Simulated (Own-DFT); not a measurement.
GaP (zincblende, atoms displaced), SiC (2H silicon carbide, atoms displaced), GaP (zincblende, strained, atoms displaced) (calculated)

All values are calculated (Own-DFT development build). A calculation, not a measurement: plane-wave PBE density functional theory by an unreviewed code, no spin, of a simulated periodic cell, stress positive in tension, free energy of the whole cell less one offset for each atom, forces on such cells passed a denser k mesh, this cell's mesh not checked; offsets are fitted by least squares, one for each functional and potential file, so energies compare only between cells with the same atoms and settings and are not formation energies; the far tail of each file's local potential was reset to the Coulomb form; each entry is a single point on an unrelaxed cell, so the pressure reflects the starting lattice, mostly measured values (interpolated for alloys), from which strain is counted, and rises with the displacements; printed positions are rounded, which can move forces by about a meV/angstrom; the program, named Own-DFT, is a retired in-house code; no spin-orbit coupling.

Common to all runs: functional PBE; potential files PseudoDojo norm-conserving, scalar-relativistic, standard set; wave cutoff 42 hartree; occupations Fermi-Dirac; smearing width 0.1 eV.

(1) 
```cif
# cell vector a (Å): 10.9010 0.0000 0.0000
# cell vector b (Å): 0.0000 10.9010 0.0000
# cell vector c (Å): 0.0000 0.0000 10.9010
data_GaP
_symmetry_space_group_name_H-M 'P 1'
_symmetry_Int_Tables_number 1
_cell_length_a 10.9010
_cell_length_b 10.9010
_cell_length_c 10.9010
_cell_angle_alpha 90.000
_cell_angle_beta 90.000
_cell_angle_gamma 90.000
_cell_volume 1295.39
loop_
_atom_site_label
_atom_site_type_symbol
_atom_site_fract_x
_atom_site_fract_y
_atom_site_fract_z
_atom_site_occupancy
Ga1 Ga 0.00692 0.00362 0.99777 1
Ga2 Ga 0.00478 0.23803 0.25746 1
Ga3 Ga 0.24890 0.01338 0.26765 1
Ga4 Ga 0.25572 0.23107 0.99273 1
P1 P 0.12118 0.12799 0.13346 1
P2 P 0.14820 0.37519 0.36810 1
P3 P 0.36866 0.10907 0.38322 1
P4 P 0.38068 0.38396 0.11275 1
Ga5 Ga 0.99825 0.99842 0.49817 1
Ga6 Ga 0.00241 0.24862 0.76693 1
Ga7 Ga 0.24432 0.98992 0.73853 1
Ga8 Ga 0.25132 0.24447 0.51564 1
P5 P 0.13644 0.13131 0.62361 1
P6 P 0.13106 0.37450 0.85700 1
P7 P 0.36715 0.11336 0.88211 1
P8 P 0.37004 0.37031 0.61857 1
Ga9 Ga 0.98596 0.50462 0.99334 1
Ga10 Ga 0.00407 0.74900 0.26575 1
Ga11 Ga 0.24955 0.49861 0.24631 1
Ga12 Ga 0.26623 0.74978 0.99630 1
P9 P 0.12031 0.62018 0.10755 1
P10 P 0.13536 0.89106 0.35769 1
P11 P 0.36847 0.62054 0.36339 1
P12 P 0.38642 0.86895 0.14083 1
Ga13 Ga 0.00207 0.51632 0.50873 1
Ga14 Ga 0.99972 0.75149 0.75011 1
Ga15 Ga 0.25424 0.48648 0.75385 1
Ga16 Ga 0.25662 0.75137 0.50473 1
P13 P 0.13151 0.62139 0.61839 1
P14 P 0.11533 0.88683 0.86398 1
P15 P 0.35803 0.61522 0.87440 1
P16 P 0.36784 0.88781 0.61615 1
Ga17 Ga 0.50364 0.00236 0.98470 1
Ga18 Ga 0.50912 0.24273 0.23923 1
Ga19 Ga 0.74001 0.00119 0.25397 1
Ga20 Ga 0.74640 0.22966 0.00523 1
P17 P 0.60774 0.13137 0.10958 1
P18 P 0.61885 0.36088 0.37629 1
P19 P 0.85634 0.13695 0.37497 1
P20 P 0.85200 0.36165 0.12139 1
Ga21 Ga 0.50336 0.00264 0.50104 1
Ga22 Ga 0.49539 0.23694 0.76477 1
Ga23 Ga 0.75923 0.00796 0.75838 1
Ga24 Ga 0.75807 0.26304 0.47737 1
P21 P 0.62668 0.11512 0.63522 1
P22 P 0.61207 0.36125 0.87116 1
P23 P 0.86953 0.12043 0.88958 1
P24 P 0.87777 0.38518 0.64558 1
Ga25 Ga 0.51039 0.48827 0.98506 1
Ga26 Ga 0.48977 0.74935 0.24579 1
Ga27 Ga 0.74859 0.49095 0.25594 1
Ga28 Ga 0.74700 0.74178 0.99452 1
P25 P 0.62952 0.61762 0.13570 1
P26 P 0.63415 0.87635 0.37855 1
P27 P 0.87320 0.61712 0.38545 1
P28 P 0.86876 0.89261 0.13110 1
Ga29 Ga 0.49600 0.50191 0.50633 1
Ga30 Ga 0.49932 0.73468 0.73913 1
Ga31 Ga 0.76158 0.49320 0.74212 1
Ga32 Ga 0.75215 0.74461 0.50102 1
P29 P 0.64263 0.61571 0.63936 1
P30 P 0.61765 0.87900 0.87489 1
P31 P 0.89239 0.62537 0.87582 1
P32 P 0.87213 0.87133 0.63192 1
_calc_hardware 'one NVIDIA H100'
_calc_k_mesh '3 x 3 x 3 centred on Gamma'
_calc_free_energy_of_cell_above_offsets '-23.301'  # eV
_calc_pressure 5.67  # GPa
_calc_stress_xx -5.89  # GPa
_calc_stress_yy -5.97  # GPa
_calc_stress_zz -5.16  # GPa
_calc_stress_yz -0.98  # GPa
_calc_stress_xz 0.8  # GPa
_calc_stress_xy 0.32  # GPa
_calc_wall_time 591.2  # s
```

Force:
```
element  x (eV/Å)  y (eV/Å)  z (eV/Å)
     Ga    -0.512     -0.29     1.388
     Ga    -0.878     2.068     0.269
     Ga     0.644    -0.049    -4.153
     Ga    -1.456     2.846     1.786
      P     1.313     -0.73    -1.442
      P    -2.615    -1.193     1.638
      P     2.386     3.347     0.775
      P    -0.592    -1.536     0.808
     Ga     0.068     0.405     -0.04
     Ga    -0.779    -0.851    -1.327
     Ga    -0.058     1.287     1.028
     Ga     0.763     0.942     -3.02
      P    -3.271    -1.561     1.343
      P    -1.031    -0.855     3.595
      P     0.067     -1.16    -2.348
      P     1.688     0.292     1.637
     Ga     1.572    -3.038      1.75
     Ga    -0.392     0.128    -1.739
     Ga     0.099     0.352    -2.167
     Ga    -1.594     1.135     0.963
      P     0.382     0.767     1.724
      P    -2.686    -3.321     3.346
      P     0.919      0.72     1.796
      P    -2.522      3.15    -3.142
     Ga     0.071    -2.445    -0.548
     Ga     0.852    -0.306     -0.78
     Ga     0.224     1.067    -2.209
     Ga    -0.596     0.042    -1.413
      P     0.775     1.311     1.837
      P     1.208    -1.344     0.973
      P     2.749     0.249    -0.606
      P     1.783    -2.108     0.327
     Ga    -0.936    -0.967     1.934
     Ga    -2.585     1.205     1.121
     Ga    -0.137     1.033    -1.037
     Ga    -0.754     1.944    -0.759
      P     1.069    -2.526      1.06
      P    -1.148     2.115    -0.355
      P     3.011    -2.994     -1.18
      P     2.521     1.002     0.509
     Ga     0.834    -0.497     0.126
     Ga    -0.719    -0.345    -1.975
     Ga    -0.935    -1.388    -0.538
     Ga    -0.818     1.107      4.61
      P     0.021     1.516    -0.799
      P     3.197     0.299    -0.404
      P     1.673     0.444    -1.128
      P     2.818    -3.441     -4.05
     Ga    -0.854     1.916     1.489
     Ga     2.938    -1.959     1.975
     Ga    -0.159    -0.186     0.085
     Ga     0.181     0.821     0.926
      P    -0.607     0.392    -1.316
      P     -1.63     -1.04     0.279
      P    -0.004     0.433     -1.26
      P     0.825    -1.888    -0.633
     Ga     0.433    -0.143    -0.611
     Ga    -0.895     1.205     0.938
     Ga    -2.046      1.25     4.137
     Ga    -0.208     0.501     0.484
      P    -1.978     1.007    -2.156
      P     1.286    -1.827    -1.279
      P    -3.199     1.205    -1.575
      P     0.228     0.484    -0.668
```

(2) 
```cif
# cell vector a (Å): 6.1654 0.0000 0.0000
# cell vector b (Å): -3.0827 5.3394 0.0000
# cell vector c (Å): 0.0000 0.0000 10.0681
data_SiC
_symmetry_space_group_name_H-M 'P 1'
_symmetry_Int_Tables_number 1
_cell_length_a 6.1654
_cell_length_b 6.1654
_cell_length_c 10.0681
_cell_angle_alpha 90.000
_cell_angle_beta 90.000
_cell_angle_gamma 120.000
_cell_volume 331.44
loop_
_atom_site_label
_atom_site_type_symbol
_atom_site_fract_x
_atom_site_fract_y
_atom_site_fract_z
_atom_site_occupancy
Si1 Si 0.02920 0.99414 0.00632 1
Si2 Si 0.16432 0.31979 0.25008 1
C1 C 0.00061 0.01083 0.18465 1
C2 C 0.18496 0.36506 0.44150 1
Si3 Si 0.98243 0.98296 0.50373 1
Si4 Si 0.17829 0.37351 0.74644 1
C3 C 0.99273 0.99807 0.68573 1
C4 C 0.16075 0.34006 0.94377 1
Si5 Si 0.98577 0.45927 0.98621 1
Si6 Si 0.15969 0.81865 0.25958 1
C5 C 0.00729 0.48183 0.20822 1
C6 C 0.17481 0.82346 0.44615 1
Si7 Si 0.00377 0.47715 0.50177 1
Si8 Si 0.16489 0.80764 0.74451 1
C7 C 0.99173 0.51526 0.68088 1
C8 C 0.16570 0.84038 0.94221 1
Si9 Si 0.51182 0.00279 0.99840 1
Si10 Si 0.65890 0.33622 0.24136 1
C9 C 0.45414 0.97599 0.16265 1
C10 C 0.64175 0.32891 0.43934 1
Si11 Si 0.50275 0.99099 0.49849 1
Si12 Si 0.68494 0.33985 0.74932 1
C11 C 0.49298 0.98873 0.68284 1
C12 C 0.64980 0.32354 0.93201 1
Si13 Si 0.50263 0.51319 0.00702 1
Si14 Si 0.66126 0.82108 0.24469 1
C13 C 0.48961 0.51324 0.18923 1
C14 C 0.66151 0.83522 0.45215 1
Si15 Si 0.52667 0.48530 0.50563 1
Si16 Si 0.70424 0.85257 0.76684 1
C15 C 0.51166 0.50646 0.70664 1
C16 C 0.66729 0.82963 0.92600 1
_calc_hardware 'one NVIDIA H100'
_calc_k_mesh '5 x 5 x 3 centred on Gamma'
_calc_free_energy_of_cell_above_offsets '5.132'  # eV
_calc_pressure 11.22  # GPa
_calc_stress_xx -12.37  # GPa
_calc_stress_yy -6.68  # GPa
_calc_stress_zz -14.61  # GPa
_calc_stress_yz -2.78  # GPa
_calc_stress_xz 6.59  # GPa
_calc_stress_xy 3.82  # GPa
_calc_wall_time 120.4  # s
```

Force:
```
element  x (eV/Å)  y (eV/Å)  z (eV/Å)
     Si    -4.813      1.85    -1.122
     Si    -0.009     1.332     2.505
      C     0.519    -3.167     1.528
      C     3.768    -4.597    -0.898
     Si      2.19     2.212    -0.068
     Si     1.984    -3.814     0.714
      C     2.555     2.119     0.684
      C     5.214    -2.497    -2.223
     Si    -4.959     5.127     4.185
     Si    -0.405    -0.015    -1.029
      C    -3.897     0.739    -3.105
      C    -2.211     0.023    -1.037
     Si    -3.672     2.716    -1.217
     Si    -1.426     6.874     2.034
      C     1.864    -3.385    -0.003
      C     3.883    -4.002    -3.007
     Si    -0.918    -1.217    -4.369
     Si     0.854    -1.336     0.942
      C     2.455     1.763     7.172
      C     7.466    -3.808     -3.39
     Si    -1.976     1.064     1.506
     Si    -3.714     -2.75    -0.008
      C     1.569     1.147     1.707
      C     1.263     0.876     1.561
     Si    -0.146     -0.67     -2.57
     Si    -1.283     3.716     1.771
      C     2.119    -2.528    -0.783
      C     2.153     -2.03    -3.917
     Si    -8.349     4.603     3.754
     Si    -2.913    -1.629    -7.809
      C     0.499     0.571    -2.522
      C     0.336     0.713     9.016
```

(3) 
```cif
# cell vector a (Å): 10.8620 0.0000 0.0000
# cell vector b (Å): 0.0000 10.8620 0.0000
# cell vector c (Å): 0.0000 0.0000 10.9439
data_GaP
_symmetry_space_group_name_H-M 'P 1'
_symmetry_Int_Tables_number 1
_cell_length_a 10.8620
_cell_length_b 10.8620
_cell_length_c 10.9439
_cell_angle_alpha 90.000
_cell_angle_beta 90.000
_cell_angle_gamma 90.000
_cell_volume 1291.19
loop_
_atom_site_label
_atom_site_type_symbol
_atom_site_fract_x
_atom_site_fract_y
_atom_site_fract_z
_atom_site_occupancy
Ga1 Ga 0.00019 0.99911 0.00026 1
Ga2 Ga 0.99741 0.25080 0.25141 1
Ga3 Ga 0.24967 0.00279 0.25040 1
Ga4 Ga 0.24999 0.25041 0.99831 1
P1 P 0.12289 0.12483 0.12671 1
P2 P 0.12187 0.37766 0.37664 1
P3 P 0.37237 0.12595 0.37569 1
P4 P 0.37255 0.37744 0.13028 1
Ga5 Ga 0.99512 0.99816 0.49864 1
Ga6 Ga 0.99847 0.25049 0.75341 1
Ga7 Ga 0.24963 0.00269 0.74791 1
Ga8 Ga 0.25311 0.24836 0.50277 1
P5 P 0.12336 0.12438 0.62462 1
P6 P 0.12651 0.37418 0.87594 1
P7 P 0.37554 0.13014 0.87426 1
P8 P 0.37504 0.37526 0.62501 1
Ga9 Ga 0.00057 0.50192 0.00164 1
Ga10 Ga 0.00532 0.75143 0.24675 1
Ga11 Ga 0.25648 0.49990 0.25533 1
Ga12 Ga 0.25234 0.75225 0.00256 1
P9 P 0.12534 0.62514 0.12538 1
P10 P 0.12694 0.87825 0.37363 1
P11 P 0.37691 0.62585 0.37626 1
P12 P 0.37807 0.87331 0.12622 1
Ga13 Ga 0.99913 0.50122 0.49821 1
Ga14 Ga 0.00167 0.74984 0.75211 1
Ga15 Ga 0.24585 0.49637 0.74486 1
Ga16 Ga 0.25318 0.75207 0.49845 1
P13 P 0.12085 0.62653 0.62812 1
P14 P 0.12675 0.87581 0.87203 1
P15 P 0.37532 0.62665 0.86981 1
P16 P 0.37803 0.87324 0.63037 1
Ga17 Ga 0.49728 0.00168 0.00144 1
Ga18 Ga 0.50503 0.25317 0.25146 1
Ga19 Ga 0.75300 0.00180 0.24733 1
Ga20 Ga 0.75342 0.24932 0.99971 1
P17 P 0.62657 0.12598 0.12552 1
P18 P 0.62558 0.37732 0.37343 1
P19 P 0.86965 0.12780 0.37601 1
P20 P 0.87701 0.37716 0.12284 1
Ga21 Ga 0.49843 0.00119 0.49258 1
Ga22 Ga 0.50238 0.25089 0.74992 1
Ga23 Ga 0.74834 0.99881 0.74928 1
Ga24 Ga 0.74850 0.25281 0.49502 1
P21 P 0.62842 0.12698 0.62626 1
P22 P 0.61886 0.37266 0.87618 1
P23 P 0.87711 0.12513 0.87205 1
P24 P 0.87441 0.37476 0.62651 1
Ga25 Ga 0.50189 0.49848 0.99837 1
Ga26 Ga 0.50032 0.75046 0.24909 1
Ga27 Ga 0.75199 0.49936 0.24628 1
Ga28 Ga 0.74924 0.74525 0.00039 1
P25 P 0.62801 0.62467 0.12299 1
P26 P 0.62168 0.87610 0.37322 1
P27 P 0.87681 0.62272 0.37388 1
P28 P 0.87789 0.87143 0.12300 1
Ga29 Ga 0.50336 0.50377 0.50045 1
Ga30 Ga 0.50399 0.74473 0.74833 1
Ga31 Ga 0.75522 0.49848 0.74921 1
Ga32 Ga 0.75098 0.75261 0.49883 1
P29 P 0.62430 0.62273 0.61766 1
P30 P 0.62531 0.87680 0.87529 1
P31 P 0.87708 0.62255 0.87407 1
P32 P 0.87303 0.87710 0.62747 1
_calc_k_mesh '3 x 3 x 3 centred on Gamma'
_calc_free_energy_of_cell_above_offsets '-35.328'  # eV
_calc_pressure 3.07  # GPa
_calc_stress_xx -3.24  # GPa
_calc_stress_yy -3.29  # GPa
_calc_stress_zz -2.69  # GPa
_calc_stress_yz -0.35  # GPa
_calc_stress_xz 0.06  # GPa
_calc_stress_xy 0.16  # GPa
```

Force:
```
element  x (eV/Å)  y (eV/Å)  z (eV/Å)
     Ga     0.098    -0.002    -0.247
     Ga     0.158     0.066     0.003
     Ga     0.159    -0.157    -0.255
     Ga    -0.006     0.051     0.577
      P     0.138     0.188    -0.237
      P     0.611    -0.447     -0.03
      P     0.409     0.303     -0.43
      P     0.538    -0.413    -0.673
     Ga     0.284     0.289     0.043
     Ga     0.363     0.084    -0.439
     Ga       0.2    -0.088     0.136
     Ga    -0.623      0.29     -0.15
      P    -0.185      0.13    -0.108
      P    -0.319     0.239     0.012
      P    -0.068    -0.559     0.014
      P     0.366     0.055    -0.211
     Ga     0.314    -0.135    -0.257
     Ga     -0.29    -0.146     0.475
     Ga    -0.941     0.184    -0.115
     Ga    -0.146    -0.267    -0.502
      P     0.642    -0.187      0.05
      P    -0.218     -0.26     0.222
      P     0.127     0.162    -0.006
      P    -0.415     0.494     0.063
     Ga    -0.053    -0.002     0.571
     Ga    -0.318     0.249     -0.03
     Ga     0.258     0.412     0.424
     Ga    -0.314     0.023      0.55
      P     0.452     -0.06    -0.825
      P     0.056     0.101     0.518
      P     -0.24     -0.52     0.521
      P    -0.002     0.375    -0.703
     Ga     0.224     0.076    -0.219
     Ga    -0.589    -0.318    -0.147
     Ga    -0.225    -0.443     0.033
     Ga    -0.269     0.079    -0.214
      P    -0.068     0.002    -0.162
      P     0.057     0.308     0.086
      P     0.584     -0.33    -0.234
      P    -0.104    -0.343     0.093
     Ga     0.033     -0.03     1.111
     Ga    -0.237    -0.127    -0.322
     Ga     0.062     0.301      0.23
     Ga    -0.069     0.099     0.797
      P    -0.487    -0.143    -0.605
      P     1.233     0.247    -0.118
      P    -0.361    -0.337     0.451
      P     0.269    -0.224     -0.51
     Ga    -0.667     0.377      0.22
     Ga     0.253    -0.326     0.009
     Ga     0.001     0.141      0.23
     Ga     0.275     0.536    -0.416
      P    -0.555     -0.19     0.315
      P     0.703    -0.008    -0.196
      P    -0.169     0.648    -0.247
      P    -0.357     0.245     0.092
     Ga    -0.642     -0.74    -0.336
     Ga     0.114     0.353     0.081
     Ga    -0.923      0.02     0.103
     Ga    -0.024     -0.14     -0.21
      P     0.946     0.399     1.013
      P     -0.09    -0.385     0.137
      P    -0.175       0.3     0.129
      P     0.225    -0.501    -0.157
```

(4) 
```cif
# cell vector a (Å): 6.1654 0.0000 0.0000
# cell vector b (Å): -3.0827 5.3394 0.0000
# cell vector c (Å): 0.0000 0.0000 10.0681
data_SiC
_symmetry_space_group_name_H-M 'P 1'
_symmetry_Int_Tables_number 1
_cell_length_a 6.1654
_cell_length_b 6.1654
_cell_length_c 10.0681
_cell_angle_alpha 90.000
_cell_angle_beta 90.000
_cell_angle_gamma 120.000
_cell_volume 331.44
loop_
_atom_site_label
_atom_site_type_symbol
_atom_site_fract_x
_atom_site_fract_y
_atom_site_fract_z
_atom_site_occupancy
Si1 Si 0.00230 0.00200 0.99990 1
Si2 Si 0.16608 0.33916 0.24834 1
C1 C 0.98535 0.99757 0.18680 1
C2 C 0.16226 0.33249 0.44026 1
Si3 Si 0.00021 0.00039 0.50023 1
Si4 Si 0.16483 0.32178 0.74999 1
C3 C 0.98993 0.98762 0.68945 1
C4 C 0.17115 0.34178 0.93658 1
Si5 Si 0.99962 0.50159 0.99769 1
Si6 Si 0.17348 0.83903 0.25283 1
C5 C 0.99927 0.49346 0.18731 1
C6 C 0.16696 0.83699 0.43406 1
Si7 Si 0.99944 0.49906 0.49921 1
Si8 Si 0.16460 0.84335 0.75193 1
C7 C 0.00082 0.50285 0.68504 1
C8 C 0.16636 0.83300 0.93720 1
Si9 Si 0.50227 0.99682 0.99613 1
Si10 Si 0.66774 0.33779 0.24867 1
C9 C 0.48796 0.00058 0.18401 1
C10 C 0.67027 0.33616 0.43847 1
Si11 Si 0.50028 0.99904 0.50312 1
Si12 Si 0.66990 0.34090 0.74585 1
C11 C 0.48521 0.99693 0.68820 1
C12 C 0.66211 0.32397 0.94144 1
Si13 Si 0.50623 0.50781 0.99953 1
Si14 Si 0.66649 0.84646 0.25079 1
C13 C 0.48914 0.48906 0.18848 1
C14 C 0.67420 0.84051 0.43835 1
Si15 Si 0.48949 0.49431 0.50502 1
Si16 Si 0.67196 0.84362 0.74991 1
C15 C 0.50359 0.50425 0.68355 1
C16 C 0.66810 0.83592 0.93078 1
_calc_hardware 'one NVIDIA H100'
_calc_k_mesh '5 x 5 x 3 centred on Gamma'
_calc_free_energy_of_cell_above_offsets '-4.527'  # eV
_calc_pressure 3.89  # GPa
_calc_stress_xx -4.45  # GPa
_calc_stress_yy -0.73  # GPa
_calc_stress_zz -6.5  # GPa
_calc_stress_yz 0.84  # GPa
_calc_stress_xz 0.63  # GPa
_calc_stress_xy -1.02  # GPa
_calc_wall_time 116.9  # s
```

Force:
```
element  x (eV/Å)  y (eV/Å)  z (eV/Å)
     Si    -0.232     0.389     0.016
     Si     0.131    -1.374     0.542
      C     1.573     0.483     0.095
      C     0.344     0.049    -0.504
     Si     0.099    -0.157    -0.251
     Si     -0.59     1.685    -0.314
      C     0.264     1.672    -0.814
      C      0.31    -0.784     0.049
     Si     0.018    -0.356      0.36
     Si    -1.742    -0.885    -1.286
      C    -0.775     1.449    -0.176
      C     0.451    -0.191     1.356
     Si    -0.365     0.573    -0.058
     Si     0.685    -2.089    -0.096
      C     0.487    -0.153     0.773
      C    -0.232     0.245      0.18
     Si    -0.745    -0.123     0.566
     Si    -0.127    -0.478     0.301
      C     1.483     0.404      0.23
      C    -0.799    -0.403    -0.053
     Si    -0.179      0.38    -0.958
     Si      0.08    -0.655     0.681
      C     1.454     1.005     0.162
      C    -0.083     1.513    -1.304
     Si    -0.177    -0.976     0.048
     Si    -0.427    -1.653    -0.044
      C     0.518     2.081    -0.247
      C    -0.949    -0.941      0.33
     Si     1.149     0.926    -2.128
     Si    -1.559    -1.481    -0.827
      C    -0.614     -0.15      1.86
      C     0.547    -0.011     1.511
```
